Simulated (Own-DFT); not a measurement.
## Calculated data, In$_{3}$GaP$_{4}$ (zincblende random alloy, atoms displaced)

Computed with Own-DFT development build. A calculation, not a measurement: plane-wave PBE density functional theory by an unreviewed code, no spin, of a simulated periodic cell, stress positive in tension, free energy of the whole cell less one offset for each atom, forces on such cells passed a denser k mesh, this cell's mesh not checked; offsets are fitted by least squares, one for each functional and potential file, so energies compare only between cells with the same atoms and settings and are not formation energies; the far tail of each file's local potential was reset to the Coulomb form; each entry is a single point on an unrelaxed cell, so the pressure reflects the starting lattice, mostly measured values, from which strain is counted, and rises with the displacements; printed positions are rounded, which can move forces by about a meV/angstrom; the program is a retired in-house code; no spin-orbit coupling.

Settings shared by all entries: functional PBE; potential files PseudoDojo norm-conserving, scalar-relativistic, standard set; wave cutoff 42 hartree; occupations Fermi-Dirac; smearing width 0.1 eV; k mesh 3 x 3 x 3 centred on Gamma.

(1) 
```xyz
64
Lattice="11.5283 0.0000 0.0000 0.0000 11.5283 0.0000 0.0000 0.0000 11.5283" Properties=species:S:1:pos:R:3:force_x:R:1:force_y:R:1:force_z:R:1 formula=In3GaP4 free_energy_of_cell_above_offsets=-23.223 pressure=5.79 stress_xx=-5.83 stress_yy=-5.77 stress_zz=-5.79 stress_yz=0.06 stress_xz=0.18 stress_xy=0.27
Ga    11.4769     0.0611     0.1726      0.145     -0.532     -1.301
In    11.5090     2.8639     2.7911       1.51     -0.836      1.819
Ga     2.9908     0.0461     2.7659     -1.276      0.235      0.618
In     2.8849     2.8370     0.0339      1.317      1.453     -1.349
P      1.4915     1.5054     1.3365     -1.013     -2.394      1.457
P      1.5412     4.3294     4.2736     -1.334      0.547     -0.502
P      4.1951     1.5195     4.2665      2.001     -1.764     -0.659
P      4.3954     4.3870     1.4031     -0.919     -1.516      1.802
In    11.5133    11.4929     5.7721      0.144     -0.021      1.302
In     0.0212     2.7957     8.4930     -1.092      0.941      1.215
In     2.9311     0.0805     8.5042      0.262     -1.054      1.252
In     2.9049     2.9288     5.6947     -0.198      0.593       0.47
P      1.5908     1.5385     7.2081     -1.149     -0.609     -1.493
P      1.4217     4.3653    10.0695      0.599      0.142      -0.79
P      4.3736     1.4358    10.0487     -0.502     -0.032      0.163
P      4.2196     4.4044     7.1610      1.092      1.211      0.638
Ga     0.0740     5.6493    11.3994     -0.784      0.791       1.02
In     0.1411     8.5127     2.8736     -1.051      1.979      0.331
In     2.7945     5.9558     2.7924       2.69     -3.468      2.007
In     3.0398     8.7517    11.4290      -2.43      0.615      0.337
P      1.5313     7.2366     1.5591     -1.749      0.936     -5.298
P      1.3710    10.0982     4.3450      1.709      0.464     -0.998
P      4.3670     7.0933     4.3172     -0.119      0.387       1.18
P      4.2372    10.1333     1.4835      1.096      0.246      0.689
In    11.5089     5.8964     5.6460      1.147     -1.836      1.682
In    11.3998     8.6919     8.7118      0.375      0.631     -1.323
Ga     2.8057     5.9285     8.6454      0.436     -0.651      0.463
In     2.9737     8.7711     5.8037     -0.701       -1.1     -0.904
P      1.4594     7.2909     7.2758      0.045     -0.164     -0.181
P      1.3205    10.1556    10.0024       0.82      0.954      1.355
P      4.3590     7.1781    10.2956     -0.629     -0.441     -3.037
P      4.4292    10.1515     7.0987      0.528      0.374      0.987
In     5.7821    11.3809    11.3766     -1.997      0.865      1.279
Ga     5.6971     2.8260     2.9175      0.651      0.488     -1.018
In     8.8558     0.0737     2.9012     -2.182     -0.622     -1.333
Ga     8.7186     2.9588     0.0793     -0.775     -0.883     -1.188
P      7.1645     1.3525     1.1452       1.16      1.881      2.439
P      7.3431     4.5250     4.2127     -5.363     -5.017      4.828
P     10.1427     1.3827     4.3498       0.41      1.972      0.582
P     10.1191     4.1775     1.4984     -1.291      2.546      -2.11
Ga     5.7726    11.4480     5.7494      0.437      0.976      -0.41
In     5.7872     2.8966     8.6337     -0.592       0.15     -0.781
In     8.5629     0.2278     8.5961      0.556     -3.338      1.349
In     8.6529     2.9274     5.8098     -0.836     -0.777     -1.313
P      7.2335     1.3646     7.2336     -3.118      1.831     -3.187
P      7.1294     4.3964    10.0014      0.818     -0.957      1.921
P     10.0427     1.2881    10.0017      1.884        2.1      2.799
P      9.8986     4.3434     7.2213      2.241      0.824       0.17
In     5.7663     5.7609     0.0642      1.123     -0.485     -0.425
In     5.7749     8.5321     2.9395       0.17      1.794      0.377
In     8.4837     5.7421     2.9476      4.227      3.886     -4.522
In     8.7514     8.6258     0.0252     -0.649      0.322     -0.561
P      7.1602     7.2920     1.3646       0.97     -0.439      0.464
P      7.3337    10.2008     4.4612     -1.454      0.154     -1.399
P     10.1871     7.2121     4.2515     -2.319      0.489     -0.403
P     10.1248    10.0252     1.4523      1.331      0.716      0.189
Ga     5.7743     5.8535     5.7533      0.167     -0.445       0.46
In     5.7754     8.5624     8.6390     -1.471      1.873       2.02
In     8.6013     5.7797     8.7380     -0.432      0.478     -1.051
In     8.6534     8.6262     5.7598      0.082     -0.789     -0.395
P      7.1250     7.3646     7.2703      1.309     -2.996     -2.252
P      7.2264    10.1287    10.1441       1.49      -1.82     -2.007
P     10.0593     7.2185    10.0104      0.821     -1.334       1.87
P      9.8585    10.1075     7.2060      1.666      0.477      0.656
```

Units: free_energy_of_cell_above_offsets in eV; pressure, stress_xx, stress_yy, stress_zz, stress_yz, stress_xz, stress_xy in GPa; force_x, force_y, force_z in eV/Å.

(2) 
```xyz
64
Lattice="11.5283 0.0000 0.0000 0.0000 11.5283 0.0000 0.0000 0.0000 11.5283" Properties=species:S:1:pos:R:3:force_x:R:1:force_y:R:1:force_z:R:1 formula=In3GaP4 free_energy_of_cell_above_offsets=-26.405 pressure=4.94 stress_xx=-4.97 stress_yy=-4.92 stress_zz=-4.95 stress_yz=0.36 stress_xz=0.4 stress_xy=-0.8
Ga     0.0082     0.0702     0.1645     -0.729     -1.014     -1.205
Ga    11.5117     2.7966     2.8198      0.764       0.96      -0.59
In     2.9151     0.0033     2.8872     -1.113     -1.051      0.262
In     3.0272     2.8286    11.4763     -1.289      0.279     -0.062
P      1.4911     1.2944     1.3690     -0.714      1.674       0.36
P      1.4720     4.3583     4.2156     -1.518      0.024      0.237
P      4.1610     1.2433     4.4537      1.668      2.197      0.223
P      4.3480     4.2473     1.4908     -1.082      1.066      0.331
In    11.4827    11.5097     5.7146      1.402     -0.488      0.654
Ga    11.5266     2.8434     8.7542     -0.538      0.105      -0.59
In     2.8634    11.4943     8.6419     -1.195     -0.182     -0.607
In     2.8743     2.9743     5.7625     -0.356     -0.573      0.103
P      1.3597     1.5442     7.2923     -0.343      -0.11     -0.183
P      1.3638     4.3191     9.9798     -0.245     -0.777      0.838
P      4.2950     1.3618     9.9669      0.854      0.445      0.616
P      4.3129     4.2516     7.3433      0.561      1.219     -1.934
In    11.4158     5.7104    11.5243      0.983      1.259     -1.005
In    11.4697     8.6617     2.8139      1.279     -0.893      1.201
Ga     2.8424     5.6977     2.9057      0.147      0.597     -0.887
In     2.8342     8.7030    11.4762      0.988     -0.361      0.306
P      1.4643     7.2097     1.3441      0.118     -1.084      1.246
P      1.5848     9.9347     4.4423     -1.721       1.63     -1.906
P      4.2702     7.0487     4.3967      0.341     -0.598     -0.466
P      4.3099    10.0634     1.5529      0.354     -0.795     -0.873
Ga    11.4034     5.7417     5.8661      0.609      0.498     -0.998
In     0.1266     8.4862     8.6006     -1.672      1.641      0.657
In     2.8772     5.7397     8.6757     -1.009      0.569     -1.082
In     2.9046     8.5781     5.8089      1.959      0.349      0.017
P      1.3701     7.3648     7.0690      0.244      -4.19     -0.345
P      1.3949     9.9872    10.0195     -0.613      1.971      0.951
P      4.2930     7.1027    10.0584      0.828      1.457      0.362
P      4.3379    10.1442     7.1957      0.136     -1.259      0.489
In     5.6561    11.4639    11.5106     -0.115     -0.445     -0.179
In     5.8247     3.0163     2.9825     -0.328     -2.222     -0.253
Ga     8.6796     0.1476     2.9772      0.015     -0.255     -0.918
In     8.7133     2.8542     0.0049     -0.606      1.585      0.447
P      7.1682     1.4268     1.1633      0.253      0.045      3.113
P      7.2343     4.4170     4.3572      0.349      0.885      0.296
P     10.2707     1.5461     4.3313     -1.587     -0.034     -1.237
P     10.0375     4.4464     1.4416      -0.65     -1.393      2.057
In     5.8107     0.0529     5.9060     -0.546     -0.685     -1.432
In     5.7773     2.9696     8.7475      0.258     -1.516     -0.678
In     8.5159     0.0209     8.6512      3.202      0.422     -0.927
In     8.6430     2.8579     5.7827      0.187      0.142     -0.764
P      7.2620     1.4041     7.1788     -0.435      1.764      0.678
P      7.2434     4.3573    10.0078     -1.002     -1.482      2.744
P     10.0699     1.5048    10.1927      2.038     -1.459     -1.438
P      9.9554     4.4043     7.1206      1.684     -0.346      1.463
In     5.7341     5.6959     0.0062      0.101      0.224      0.121
In     5.7829     8.5760     3.0102     -0.458     -0.004       -0.2
Ga     8.6275     5.8322     2.9090       0.27      0.215      0.111
In     8.5099     8.6762    11.4203      0.956      0.188      1.462
P      7.1711     7.1973     1.4626      0.689     -0.561      0.176
P      7.1804    10.1912     4.2680      0.877      0.531      0.176
P     10.0461     7.2097     4.3867      0.325     -1.283     -0.812
P     10.1375    10.1419     1.5291     -1.529      1.565     -1.069
Ga     5.7162     5.7158     5.7378      0.364      0.108      1.002
In     5.9021     8.5891     8.5510     -1.391      0.783      0.992
In     8.5618     5.7018     8.7917      2.249       2.01     -1.821
In     8.6412     8.6953     5.7594     -0.276      0.418     -0.824
P      7.3884     7.2730     7.2668     -1.232     -1.833     -1.425
P      7.2923    10.2131    10.0374     -2.448     -1.399      0.966
P     10.0490     7.3699    10.0209     -0.051     -1.581      0.629
P     10.1515     9.9941     7.1253     -0.263      1.049      1.427
```

Units: free_energy_of_cell_above_offsets in eV; pressure, stress_xx, stress_yy, stress_zz, stress_yz, stress_xz, stress_xy in GPa; force_x, force_y, force_z in eV/Å.

(3) 
```xyz
64
Lattice="11.5283 0.0000 0.0000 0.0000 11.5283 0.0000 0.0000 0.0000 11.5283" Properties=species:S:1:pos:R:3:force_x:R:1:force_y:R:1:force_z:R:1 formula=In3GaP4 free_energy_of_cell_above_offsets=-26.539 pressure=4.9 stress_xx=-5.16 stress_yy=-4.99 stress_zz=-4.56 stress_yz=0.73 stress_xz=-1.42 stress_xy=0.35
In     0.0357    11.5110    11.4629     -0.827     -0.532      1.493
In     0.1598     2.9738     2.9471     -2.102     -1.987     -1.908
In     3.0809     0.0215     2.9083     -2.203      -0.34     -0.485
In     2.8443     2.8680    11.4157      0.682     -0.751      1.984
P      1.3432     1.3476     1.3915      1.788      0.887      1.098
P      1.4707     4.3222     4.2178       1.43      1.627      2.116
P      4.3309     1.4952     4.3026     -0.501     -0.721      2.326
P      4.3902     4.3117     1.4811     -1.349      0.336      0.146
In    11.3812    11.3957     5.7497      1.271      1.044     -1.156
Ga    11.5268     2.8364     8.5645     -0.267      0.057      0.464
In     2.8785     0.0465     8.7078      0.919     -0.309      -0.21
In     2.8177     2.8174     5.8908      0.251      0.528     -1.065
P      1.4271     1.3464     7.2116     -1.449      0.313      0.374
P      1.4776     4.3222    10.1427     -1.274     -0.209     -2.036
P      4.4081     1.4128    10.1414      0.509      0.005     -0.341
P      4.3211     4.3400     7.1513     -0.195      0.767      0.046
In    11.4941     5.8691    11.3053      0.874     -0.889      2.144
In     0.0815     8.5464     2.8218     -0.367      1.071     -0.545
Ga     2.7489     5.7017     2.8681      1.515      0.204     -0.369
Ga     2.9610     8.6254     0.0489     -0.085      0.493     -0.077
P      1.5507     7.2376     1.4757       0.75     -1.147     -1.462
P      1.4111     9.9699     4.2666      1.197      1.097      0.822
P      4.2505     7.0704     4.3205     -0.978      0.928     -0.189
P      4.4052    10.0758     1.5113     -0.649      0.349     -2.644
In    11.4301     5.7043     5.7594      0.806      1.321     -0.917
In     0.0719     8.7105     8.6824     -0.478     -0.133     -0.269
In     2.9399     5.8159     8.7668     -1.352     -1.111     -1.795
Ga     2.7820     8.6803     5.6954      0.522     -0.797      0.407
P      1.4016     7.2030     7.2477      0.903      0.054     -0.928
P      1.4234    10.2049    10.1125      1.739     -2.312      0.207
P      4.3299     7.1321    10.0717      0.272      3.424      0.086
P      4.3249    10.0746     7.1765     -0.602     -1.277       0.23
Ga     5.7001     0.0201     0.0112      0.383     -0.954      -0.11
In     5.7374     2.8478     3.0480      0.631      0.346     -2.299
In     8.5674     0.0005     2.7818       1.58      0.322      0.591
In     8.5893     2.8907     0.0750      0.547     -2.111      0.667
P      7.1158     1.2808     1.4169      -1.02      1.272      -0.68
P      7.1970     4.2515     4.3321      0.824      0.798     -0.084
P     10.0980     1.4553     4.2965     -0.953       0.91      0.191
P     10.1100     4.2454     1.3155      1.044      1.204      1.218
In     5.8074     0.0433     5.8763      0.035     -0.703     -1.443
In     5.7721     3.0262     8.5752      0.538     -1.142      0.729
In     8.5622     0.0444     8.5614      2.315     -2.117      2.426
Ga     8.4873     2.9617     5.6307      1.518     -1.655      0.984
P      7.2764     1.3551     7.2705     -1.169      3.638     -1.999
P      7.2533     4.2325    10.2656     -1.471      1.053     -1.719
P     10.1448     1.3981    10.2370     -1.027      1.421     -2.596
P     10.0096     4.2763     7.0368     -0.762     -1.433      1.615
In     5.6960     5.8057    11.4348      1.334     -0.541      2.042
In     5.7324     8.6240     2.8210      0.532     -0.552      1.841
In     8.7890     5.7373     2.9441     -0.734     -0.547     -1.129
In     8.6342     8.7974    11.4190      1.835     -1.965       3.14
P      7.2011     7.2135     1.5357      0.755     -0.688     -1.366
P      7.3562    10.1132     4.2652     -1.299     -1.421      1.918
P     10.0628     7.3657     4.1884     -0.435     -0.779      2.422
P     10.1430    10.1331     1.5122      0.122     -0.612     -0.974
In     5.8902     5.8106     5.7290     -1.113     -0.324     -0.194
Ga     5.7089     8.5588     8.5337      0.239      0.349      0.453
In     8.5744     5.6968     8.7665       0.85     -0.305     -0.484
Ga     8.6726     8.5985     5.7793     -0.269      0.334     -0.466
P      7.2347     7.1309     7.2367      0.283      1.757      0.081
P      7.2168     9.9256    10.1185     -3.491      2.553     -2.595
P     10.0715     7.2427    10.0796     -0.792      0.969     -1.056
P     10.0870    10.0082     7.1093     -1.579     -1.067      1.329
```

Units: free_energy_of_cell_above_offsets in eV; pressure, stress_xx, stress_yy, stress_zz, stress_yz, stress_xz, stress_xy in GPa; force_x, force_y, force_z in eV/Å.

(4) 
```xyz
64
Lattice="11.5283 0.0000 0.0000 0.0000 11.5283 0.0000 0.0000 0.0000 11.5283" Properties=species:S:1:pos:R:3:force_x:R:1:force_y:R:1:force_z:R:1 formula=In3GaP4 free_energy_of_cell_above_offsets=-25.353 pressure=5.33 stress_xx=-5.56 stress_yy=-5.46 stress_zz=-4.97 stress_yz=-1.05 stress_xz=0.68 stress_xy=1.06
In     0.0261     0.0551     0.2341     -1.604     -1.463     -2.516
In    11.4423     2.9420     2.7673      0.055     -1.474      1.795
In     2.9349    11.4974     2.6830     -1.394      1.748      3.002
In     2.8647     2.7470    11.4761      -1.11      2.475      1.706
P      1.3697     1.5214     1.4054      1.187      0.364      1.461
P      1.2684     4.3164     4.2273      1.061      1.006      1.769
P      4.4642     1.6258     4.3867      0.372     -1.442     -1.961
P      4.3946     4.2542     1.4552      0.658      0.133     -0.757
In     0.0267     0.0676     5.8015      0.304       -1.4     -0.136
In    11.4858     2.9216     8.5633      0.971      0.042      1.061
In     2.8467     0.0645     8.6362      0.546     -0.452      0.767
In     2.9844     2.9315     5.7363     -1.878      0.228     -0.019
P      1.4185     1.4507     7.2615      0.811      0.768     -0.739
P      1.4428     4.3361    10.2118       1.28     -0.386      -2.52
P      4.2917     1.5524    10.2412      1.926     -2.531     -2.383
P      4.4061     4.3795     7.0895     -1.853     -0.122      2.547
In     0.0287     5.7815    11.3821     -0.805      0.613       1.94
In    11.5251     8.5765     2.9209      0.042      1.131     -0.583
In     2.8073     5.6855     2.7124      1.568      -0.98       2.12
In     2.8626     8.6809    11.4564      1.189     -1.966      1.784
P      1.4450     7.1344     1.5745     -1.099      1.566     -2.687
P      1.4645     9.9589     4.3338     -0.036      1.754     -0.247
P      4.3371     7.2685     4.3255      0.035      -1.72     -1.305
P      4.2386    10.2285     1.3314      2.465      -2.12     -0.966
Ga     0.0656     5.9259     5.7430     -0.383     -1.413      0.054
In     0.0458     8.5107     8.7138     -0.615      2.667     -0.153
Ga     2.8978     5.8099     8.6373     -0.066     -0.502      0.092
In     2.9426     8.5611     5.6911     -0.978      0.508      1.092
P      1.3434     7.2415     7.2453      1.782     -1.901     -1.152
P      1.5297     9.9831    10.1498     -2.344      2.128     -1.145
P      4.3509     7.1207    10.1320      0.055     -1.133      0.404
P      4.1854     9.9755     7.2780      1.273      0.958     -0.241
In     5.9272    11.5150    11.4584     -1.564     -0.191     -0.161
Ga     5.7795     2.8643     2.7527      0.784     -0.139      0.748
Ga     8.7229     0.0062     2.8632     -0.885       1.22      1.229
In     8.7180     2.9187    11.5118     -0.014     -1.496      0.172
P      7.2598     1.3471     1.3237      0.706      1.284      2.547
P      7.2088     4.3778     4.3291      0.646     -0.542     -0.821
P     10.1074     1.4538     4.4700       -1.6      0.808     -1.588
P     10.0628     4.2473     1.4539     -0.978       3.06     -0.487
In     5.8938    11.5057     5.7459     -1.259     -0.384      0.209
In     5.6807     2.8975     8.6954      0.961      0.224     -0.289
Ga     8.7807    11.4813     8.4518     -1.794      1.773      1.803
Ga     8.6247     2.9710     5.8302     -0.139     -0.288     -0.658
P      7.2386     1.4651     7.1404      0.932      0.386      1.186
P      7.3405     4.3264    10.1914     -3.485      0.005      0.726
P     10.0249     1.4994     9.9179      0.113     -1.679      0.698
P     10.0863     4.2592     7.1929     -0.456      1.877     -1.525
Ga     5.8826     5.7645     0.1388     -0.887     -0.887     -0.987
In     5.7977     8.6672     2.9291     -0.418      1.306     -0.135
Ga     8.6663     5.8354     2.8684     -0.167     -0.613      0.418
In     8.6867     8.6043     0.0264      -0.27      0.343      0.038
P      7.0978     7.2077     1.4380      1.396     -0.656       0.29
P      7.3632    10.1412     4.3131      0.163     -0.233     -0.823
P     10.1808     7.2548     4.3816     -0.732     -2.138     -0.355
P      9.9473    10.1541     1.5987      1.161     -0.879      -0.64
In     5.7136     5.8233     5.8247      0.492     -0.082     -2.173
In     5.7722     8.5381     8.6664      -0.15      1.392      0.698
In     8.7302     5.6279     8.9055     -0.359      0.302     -3.322
In     8.6565     8.4736     5.7726     -0.514      1.274      0.537
P      7.0495     7.2074     7.1461      2.381     -0.341      1.322
P      7.3294    10.1501    10.0951      0.565     -0.623     -1.924
P     10.0655     7.1974     9.9802      0.161      0.708      1.867
P      9.9591    10.1647     7.2240      1.798     -1.877     -0.687
```

Units: free_energy_of_cell_above_offsets in eV; pressure, stress_xx, stress_yy, stress_zz, stress_yz, stress_xz, stress_xy in GPa; force_x, force_y, force_z in eV/Å.
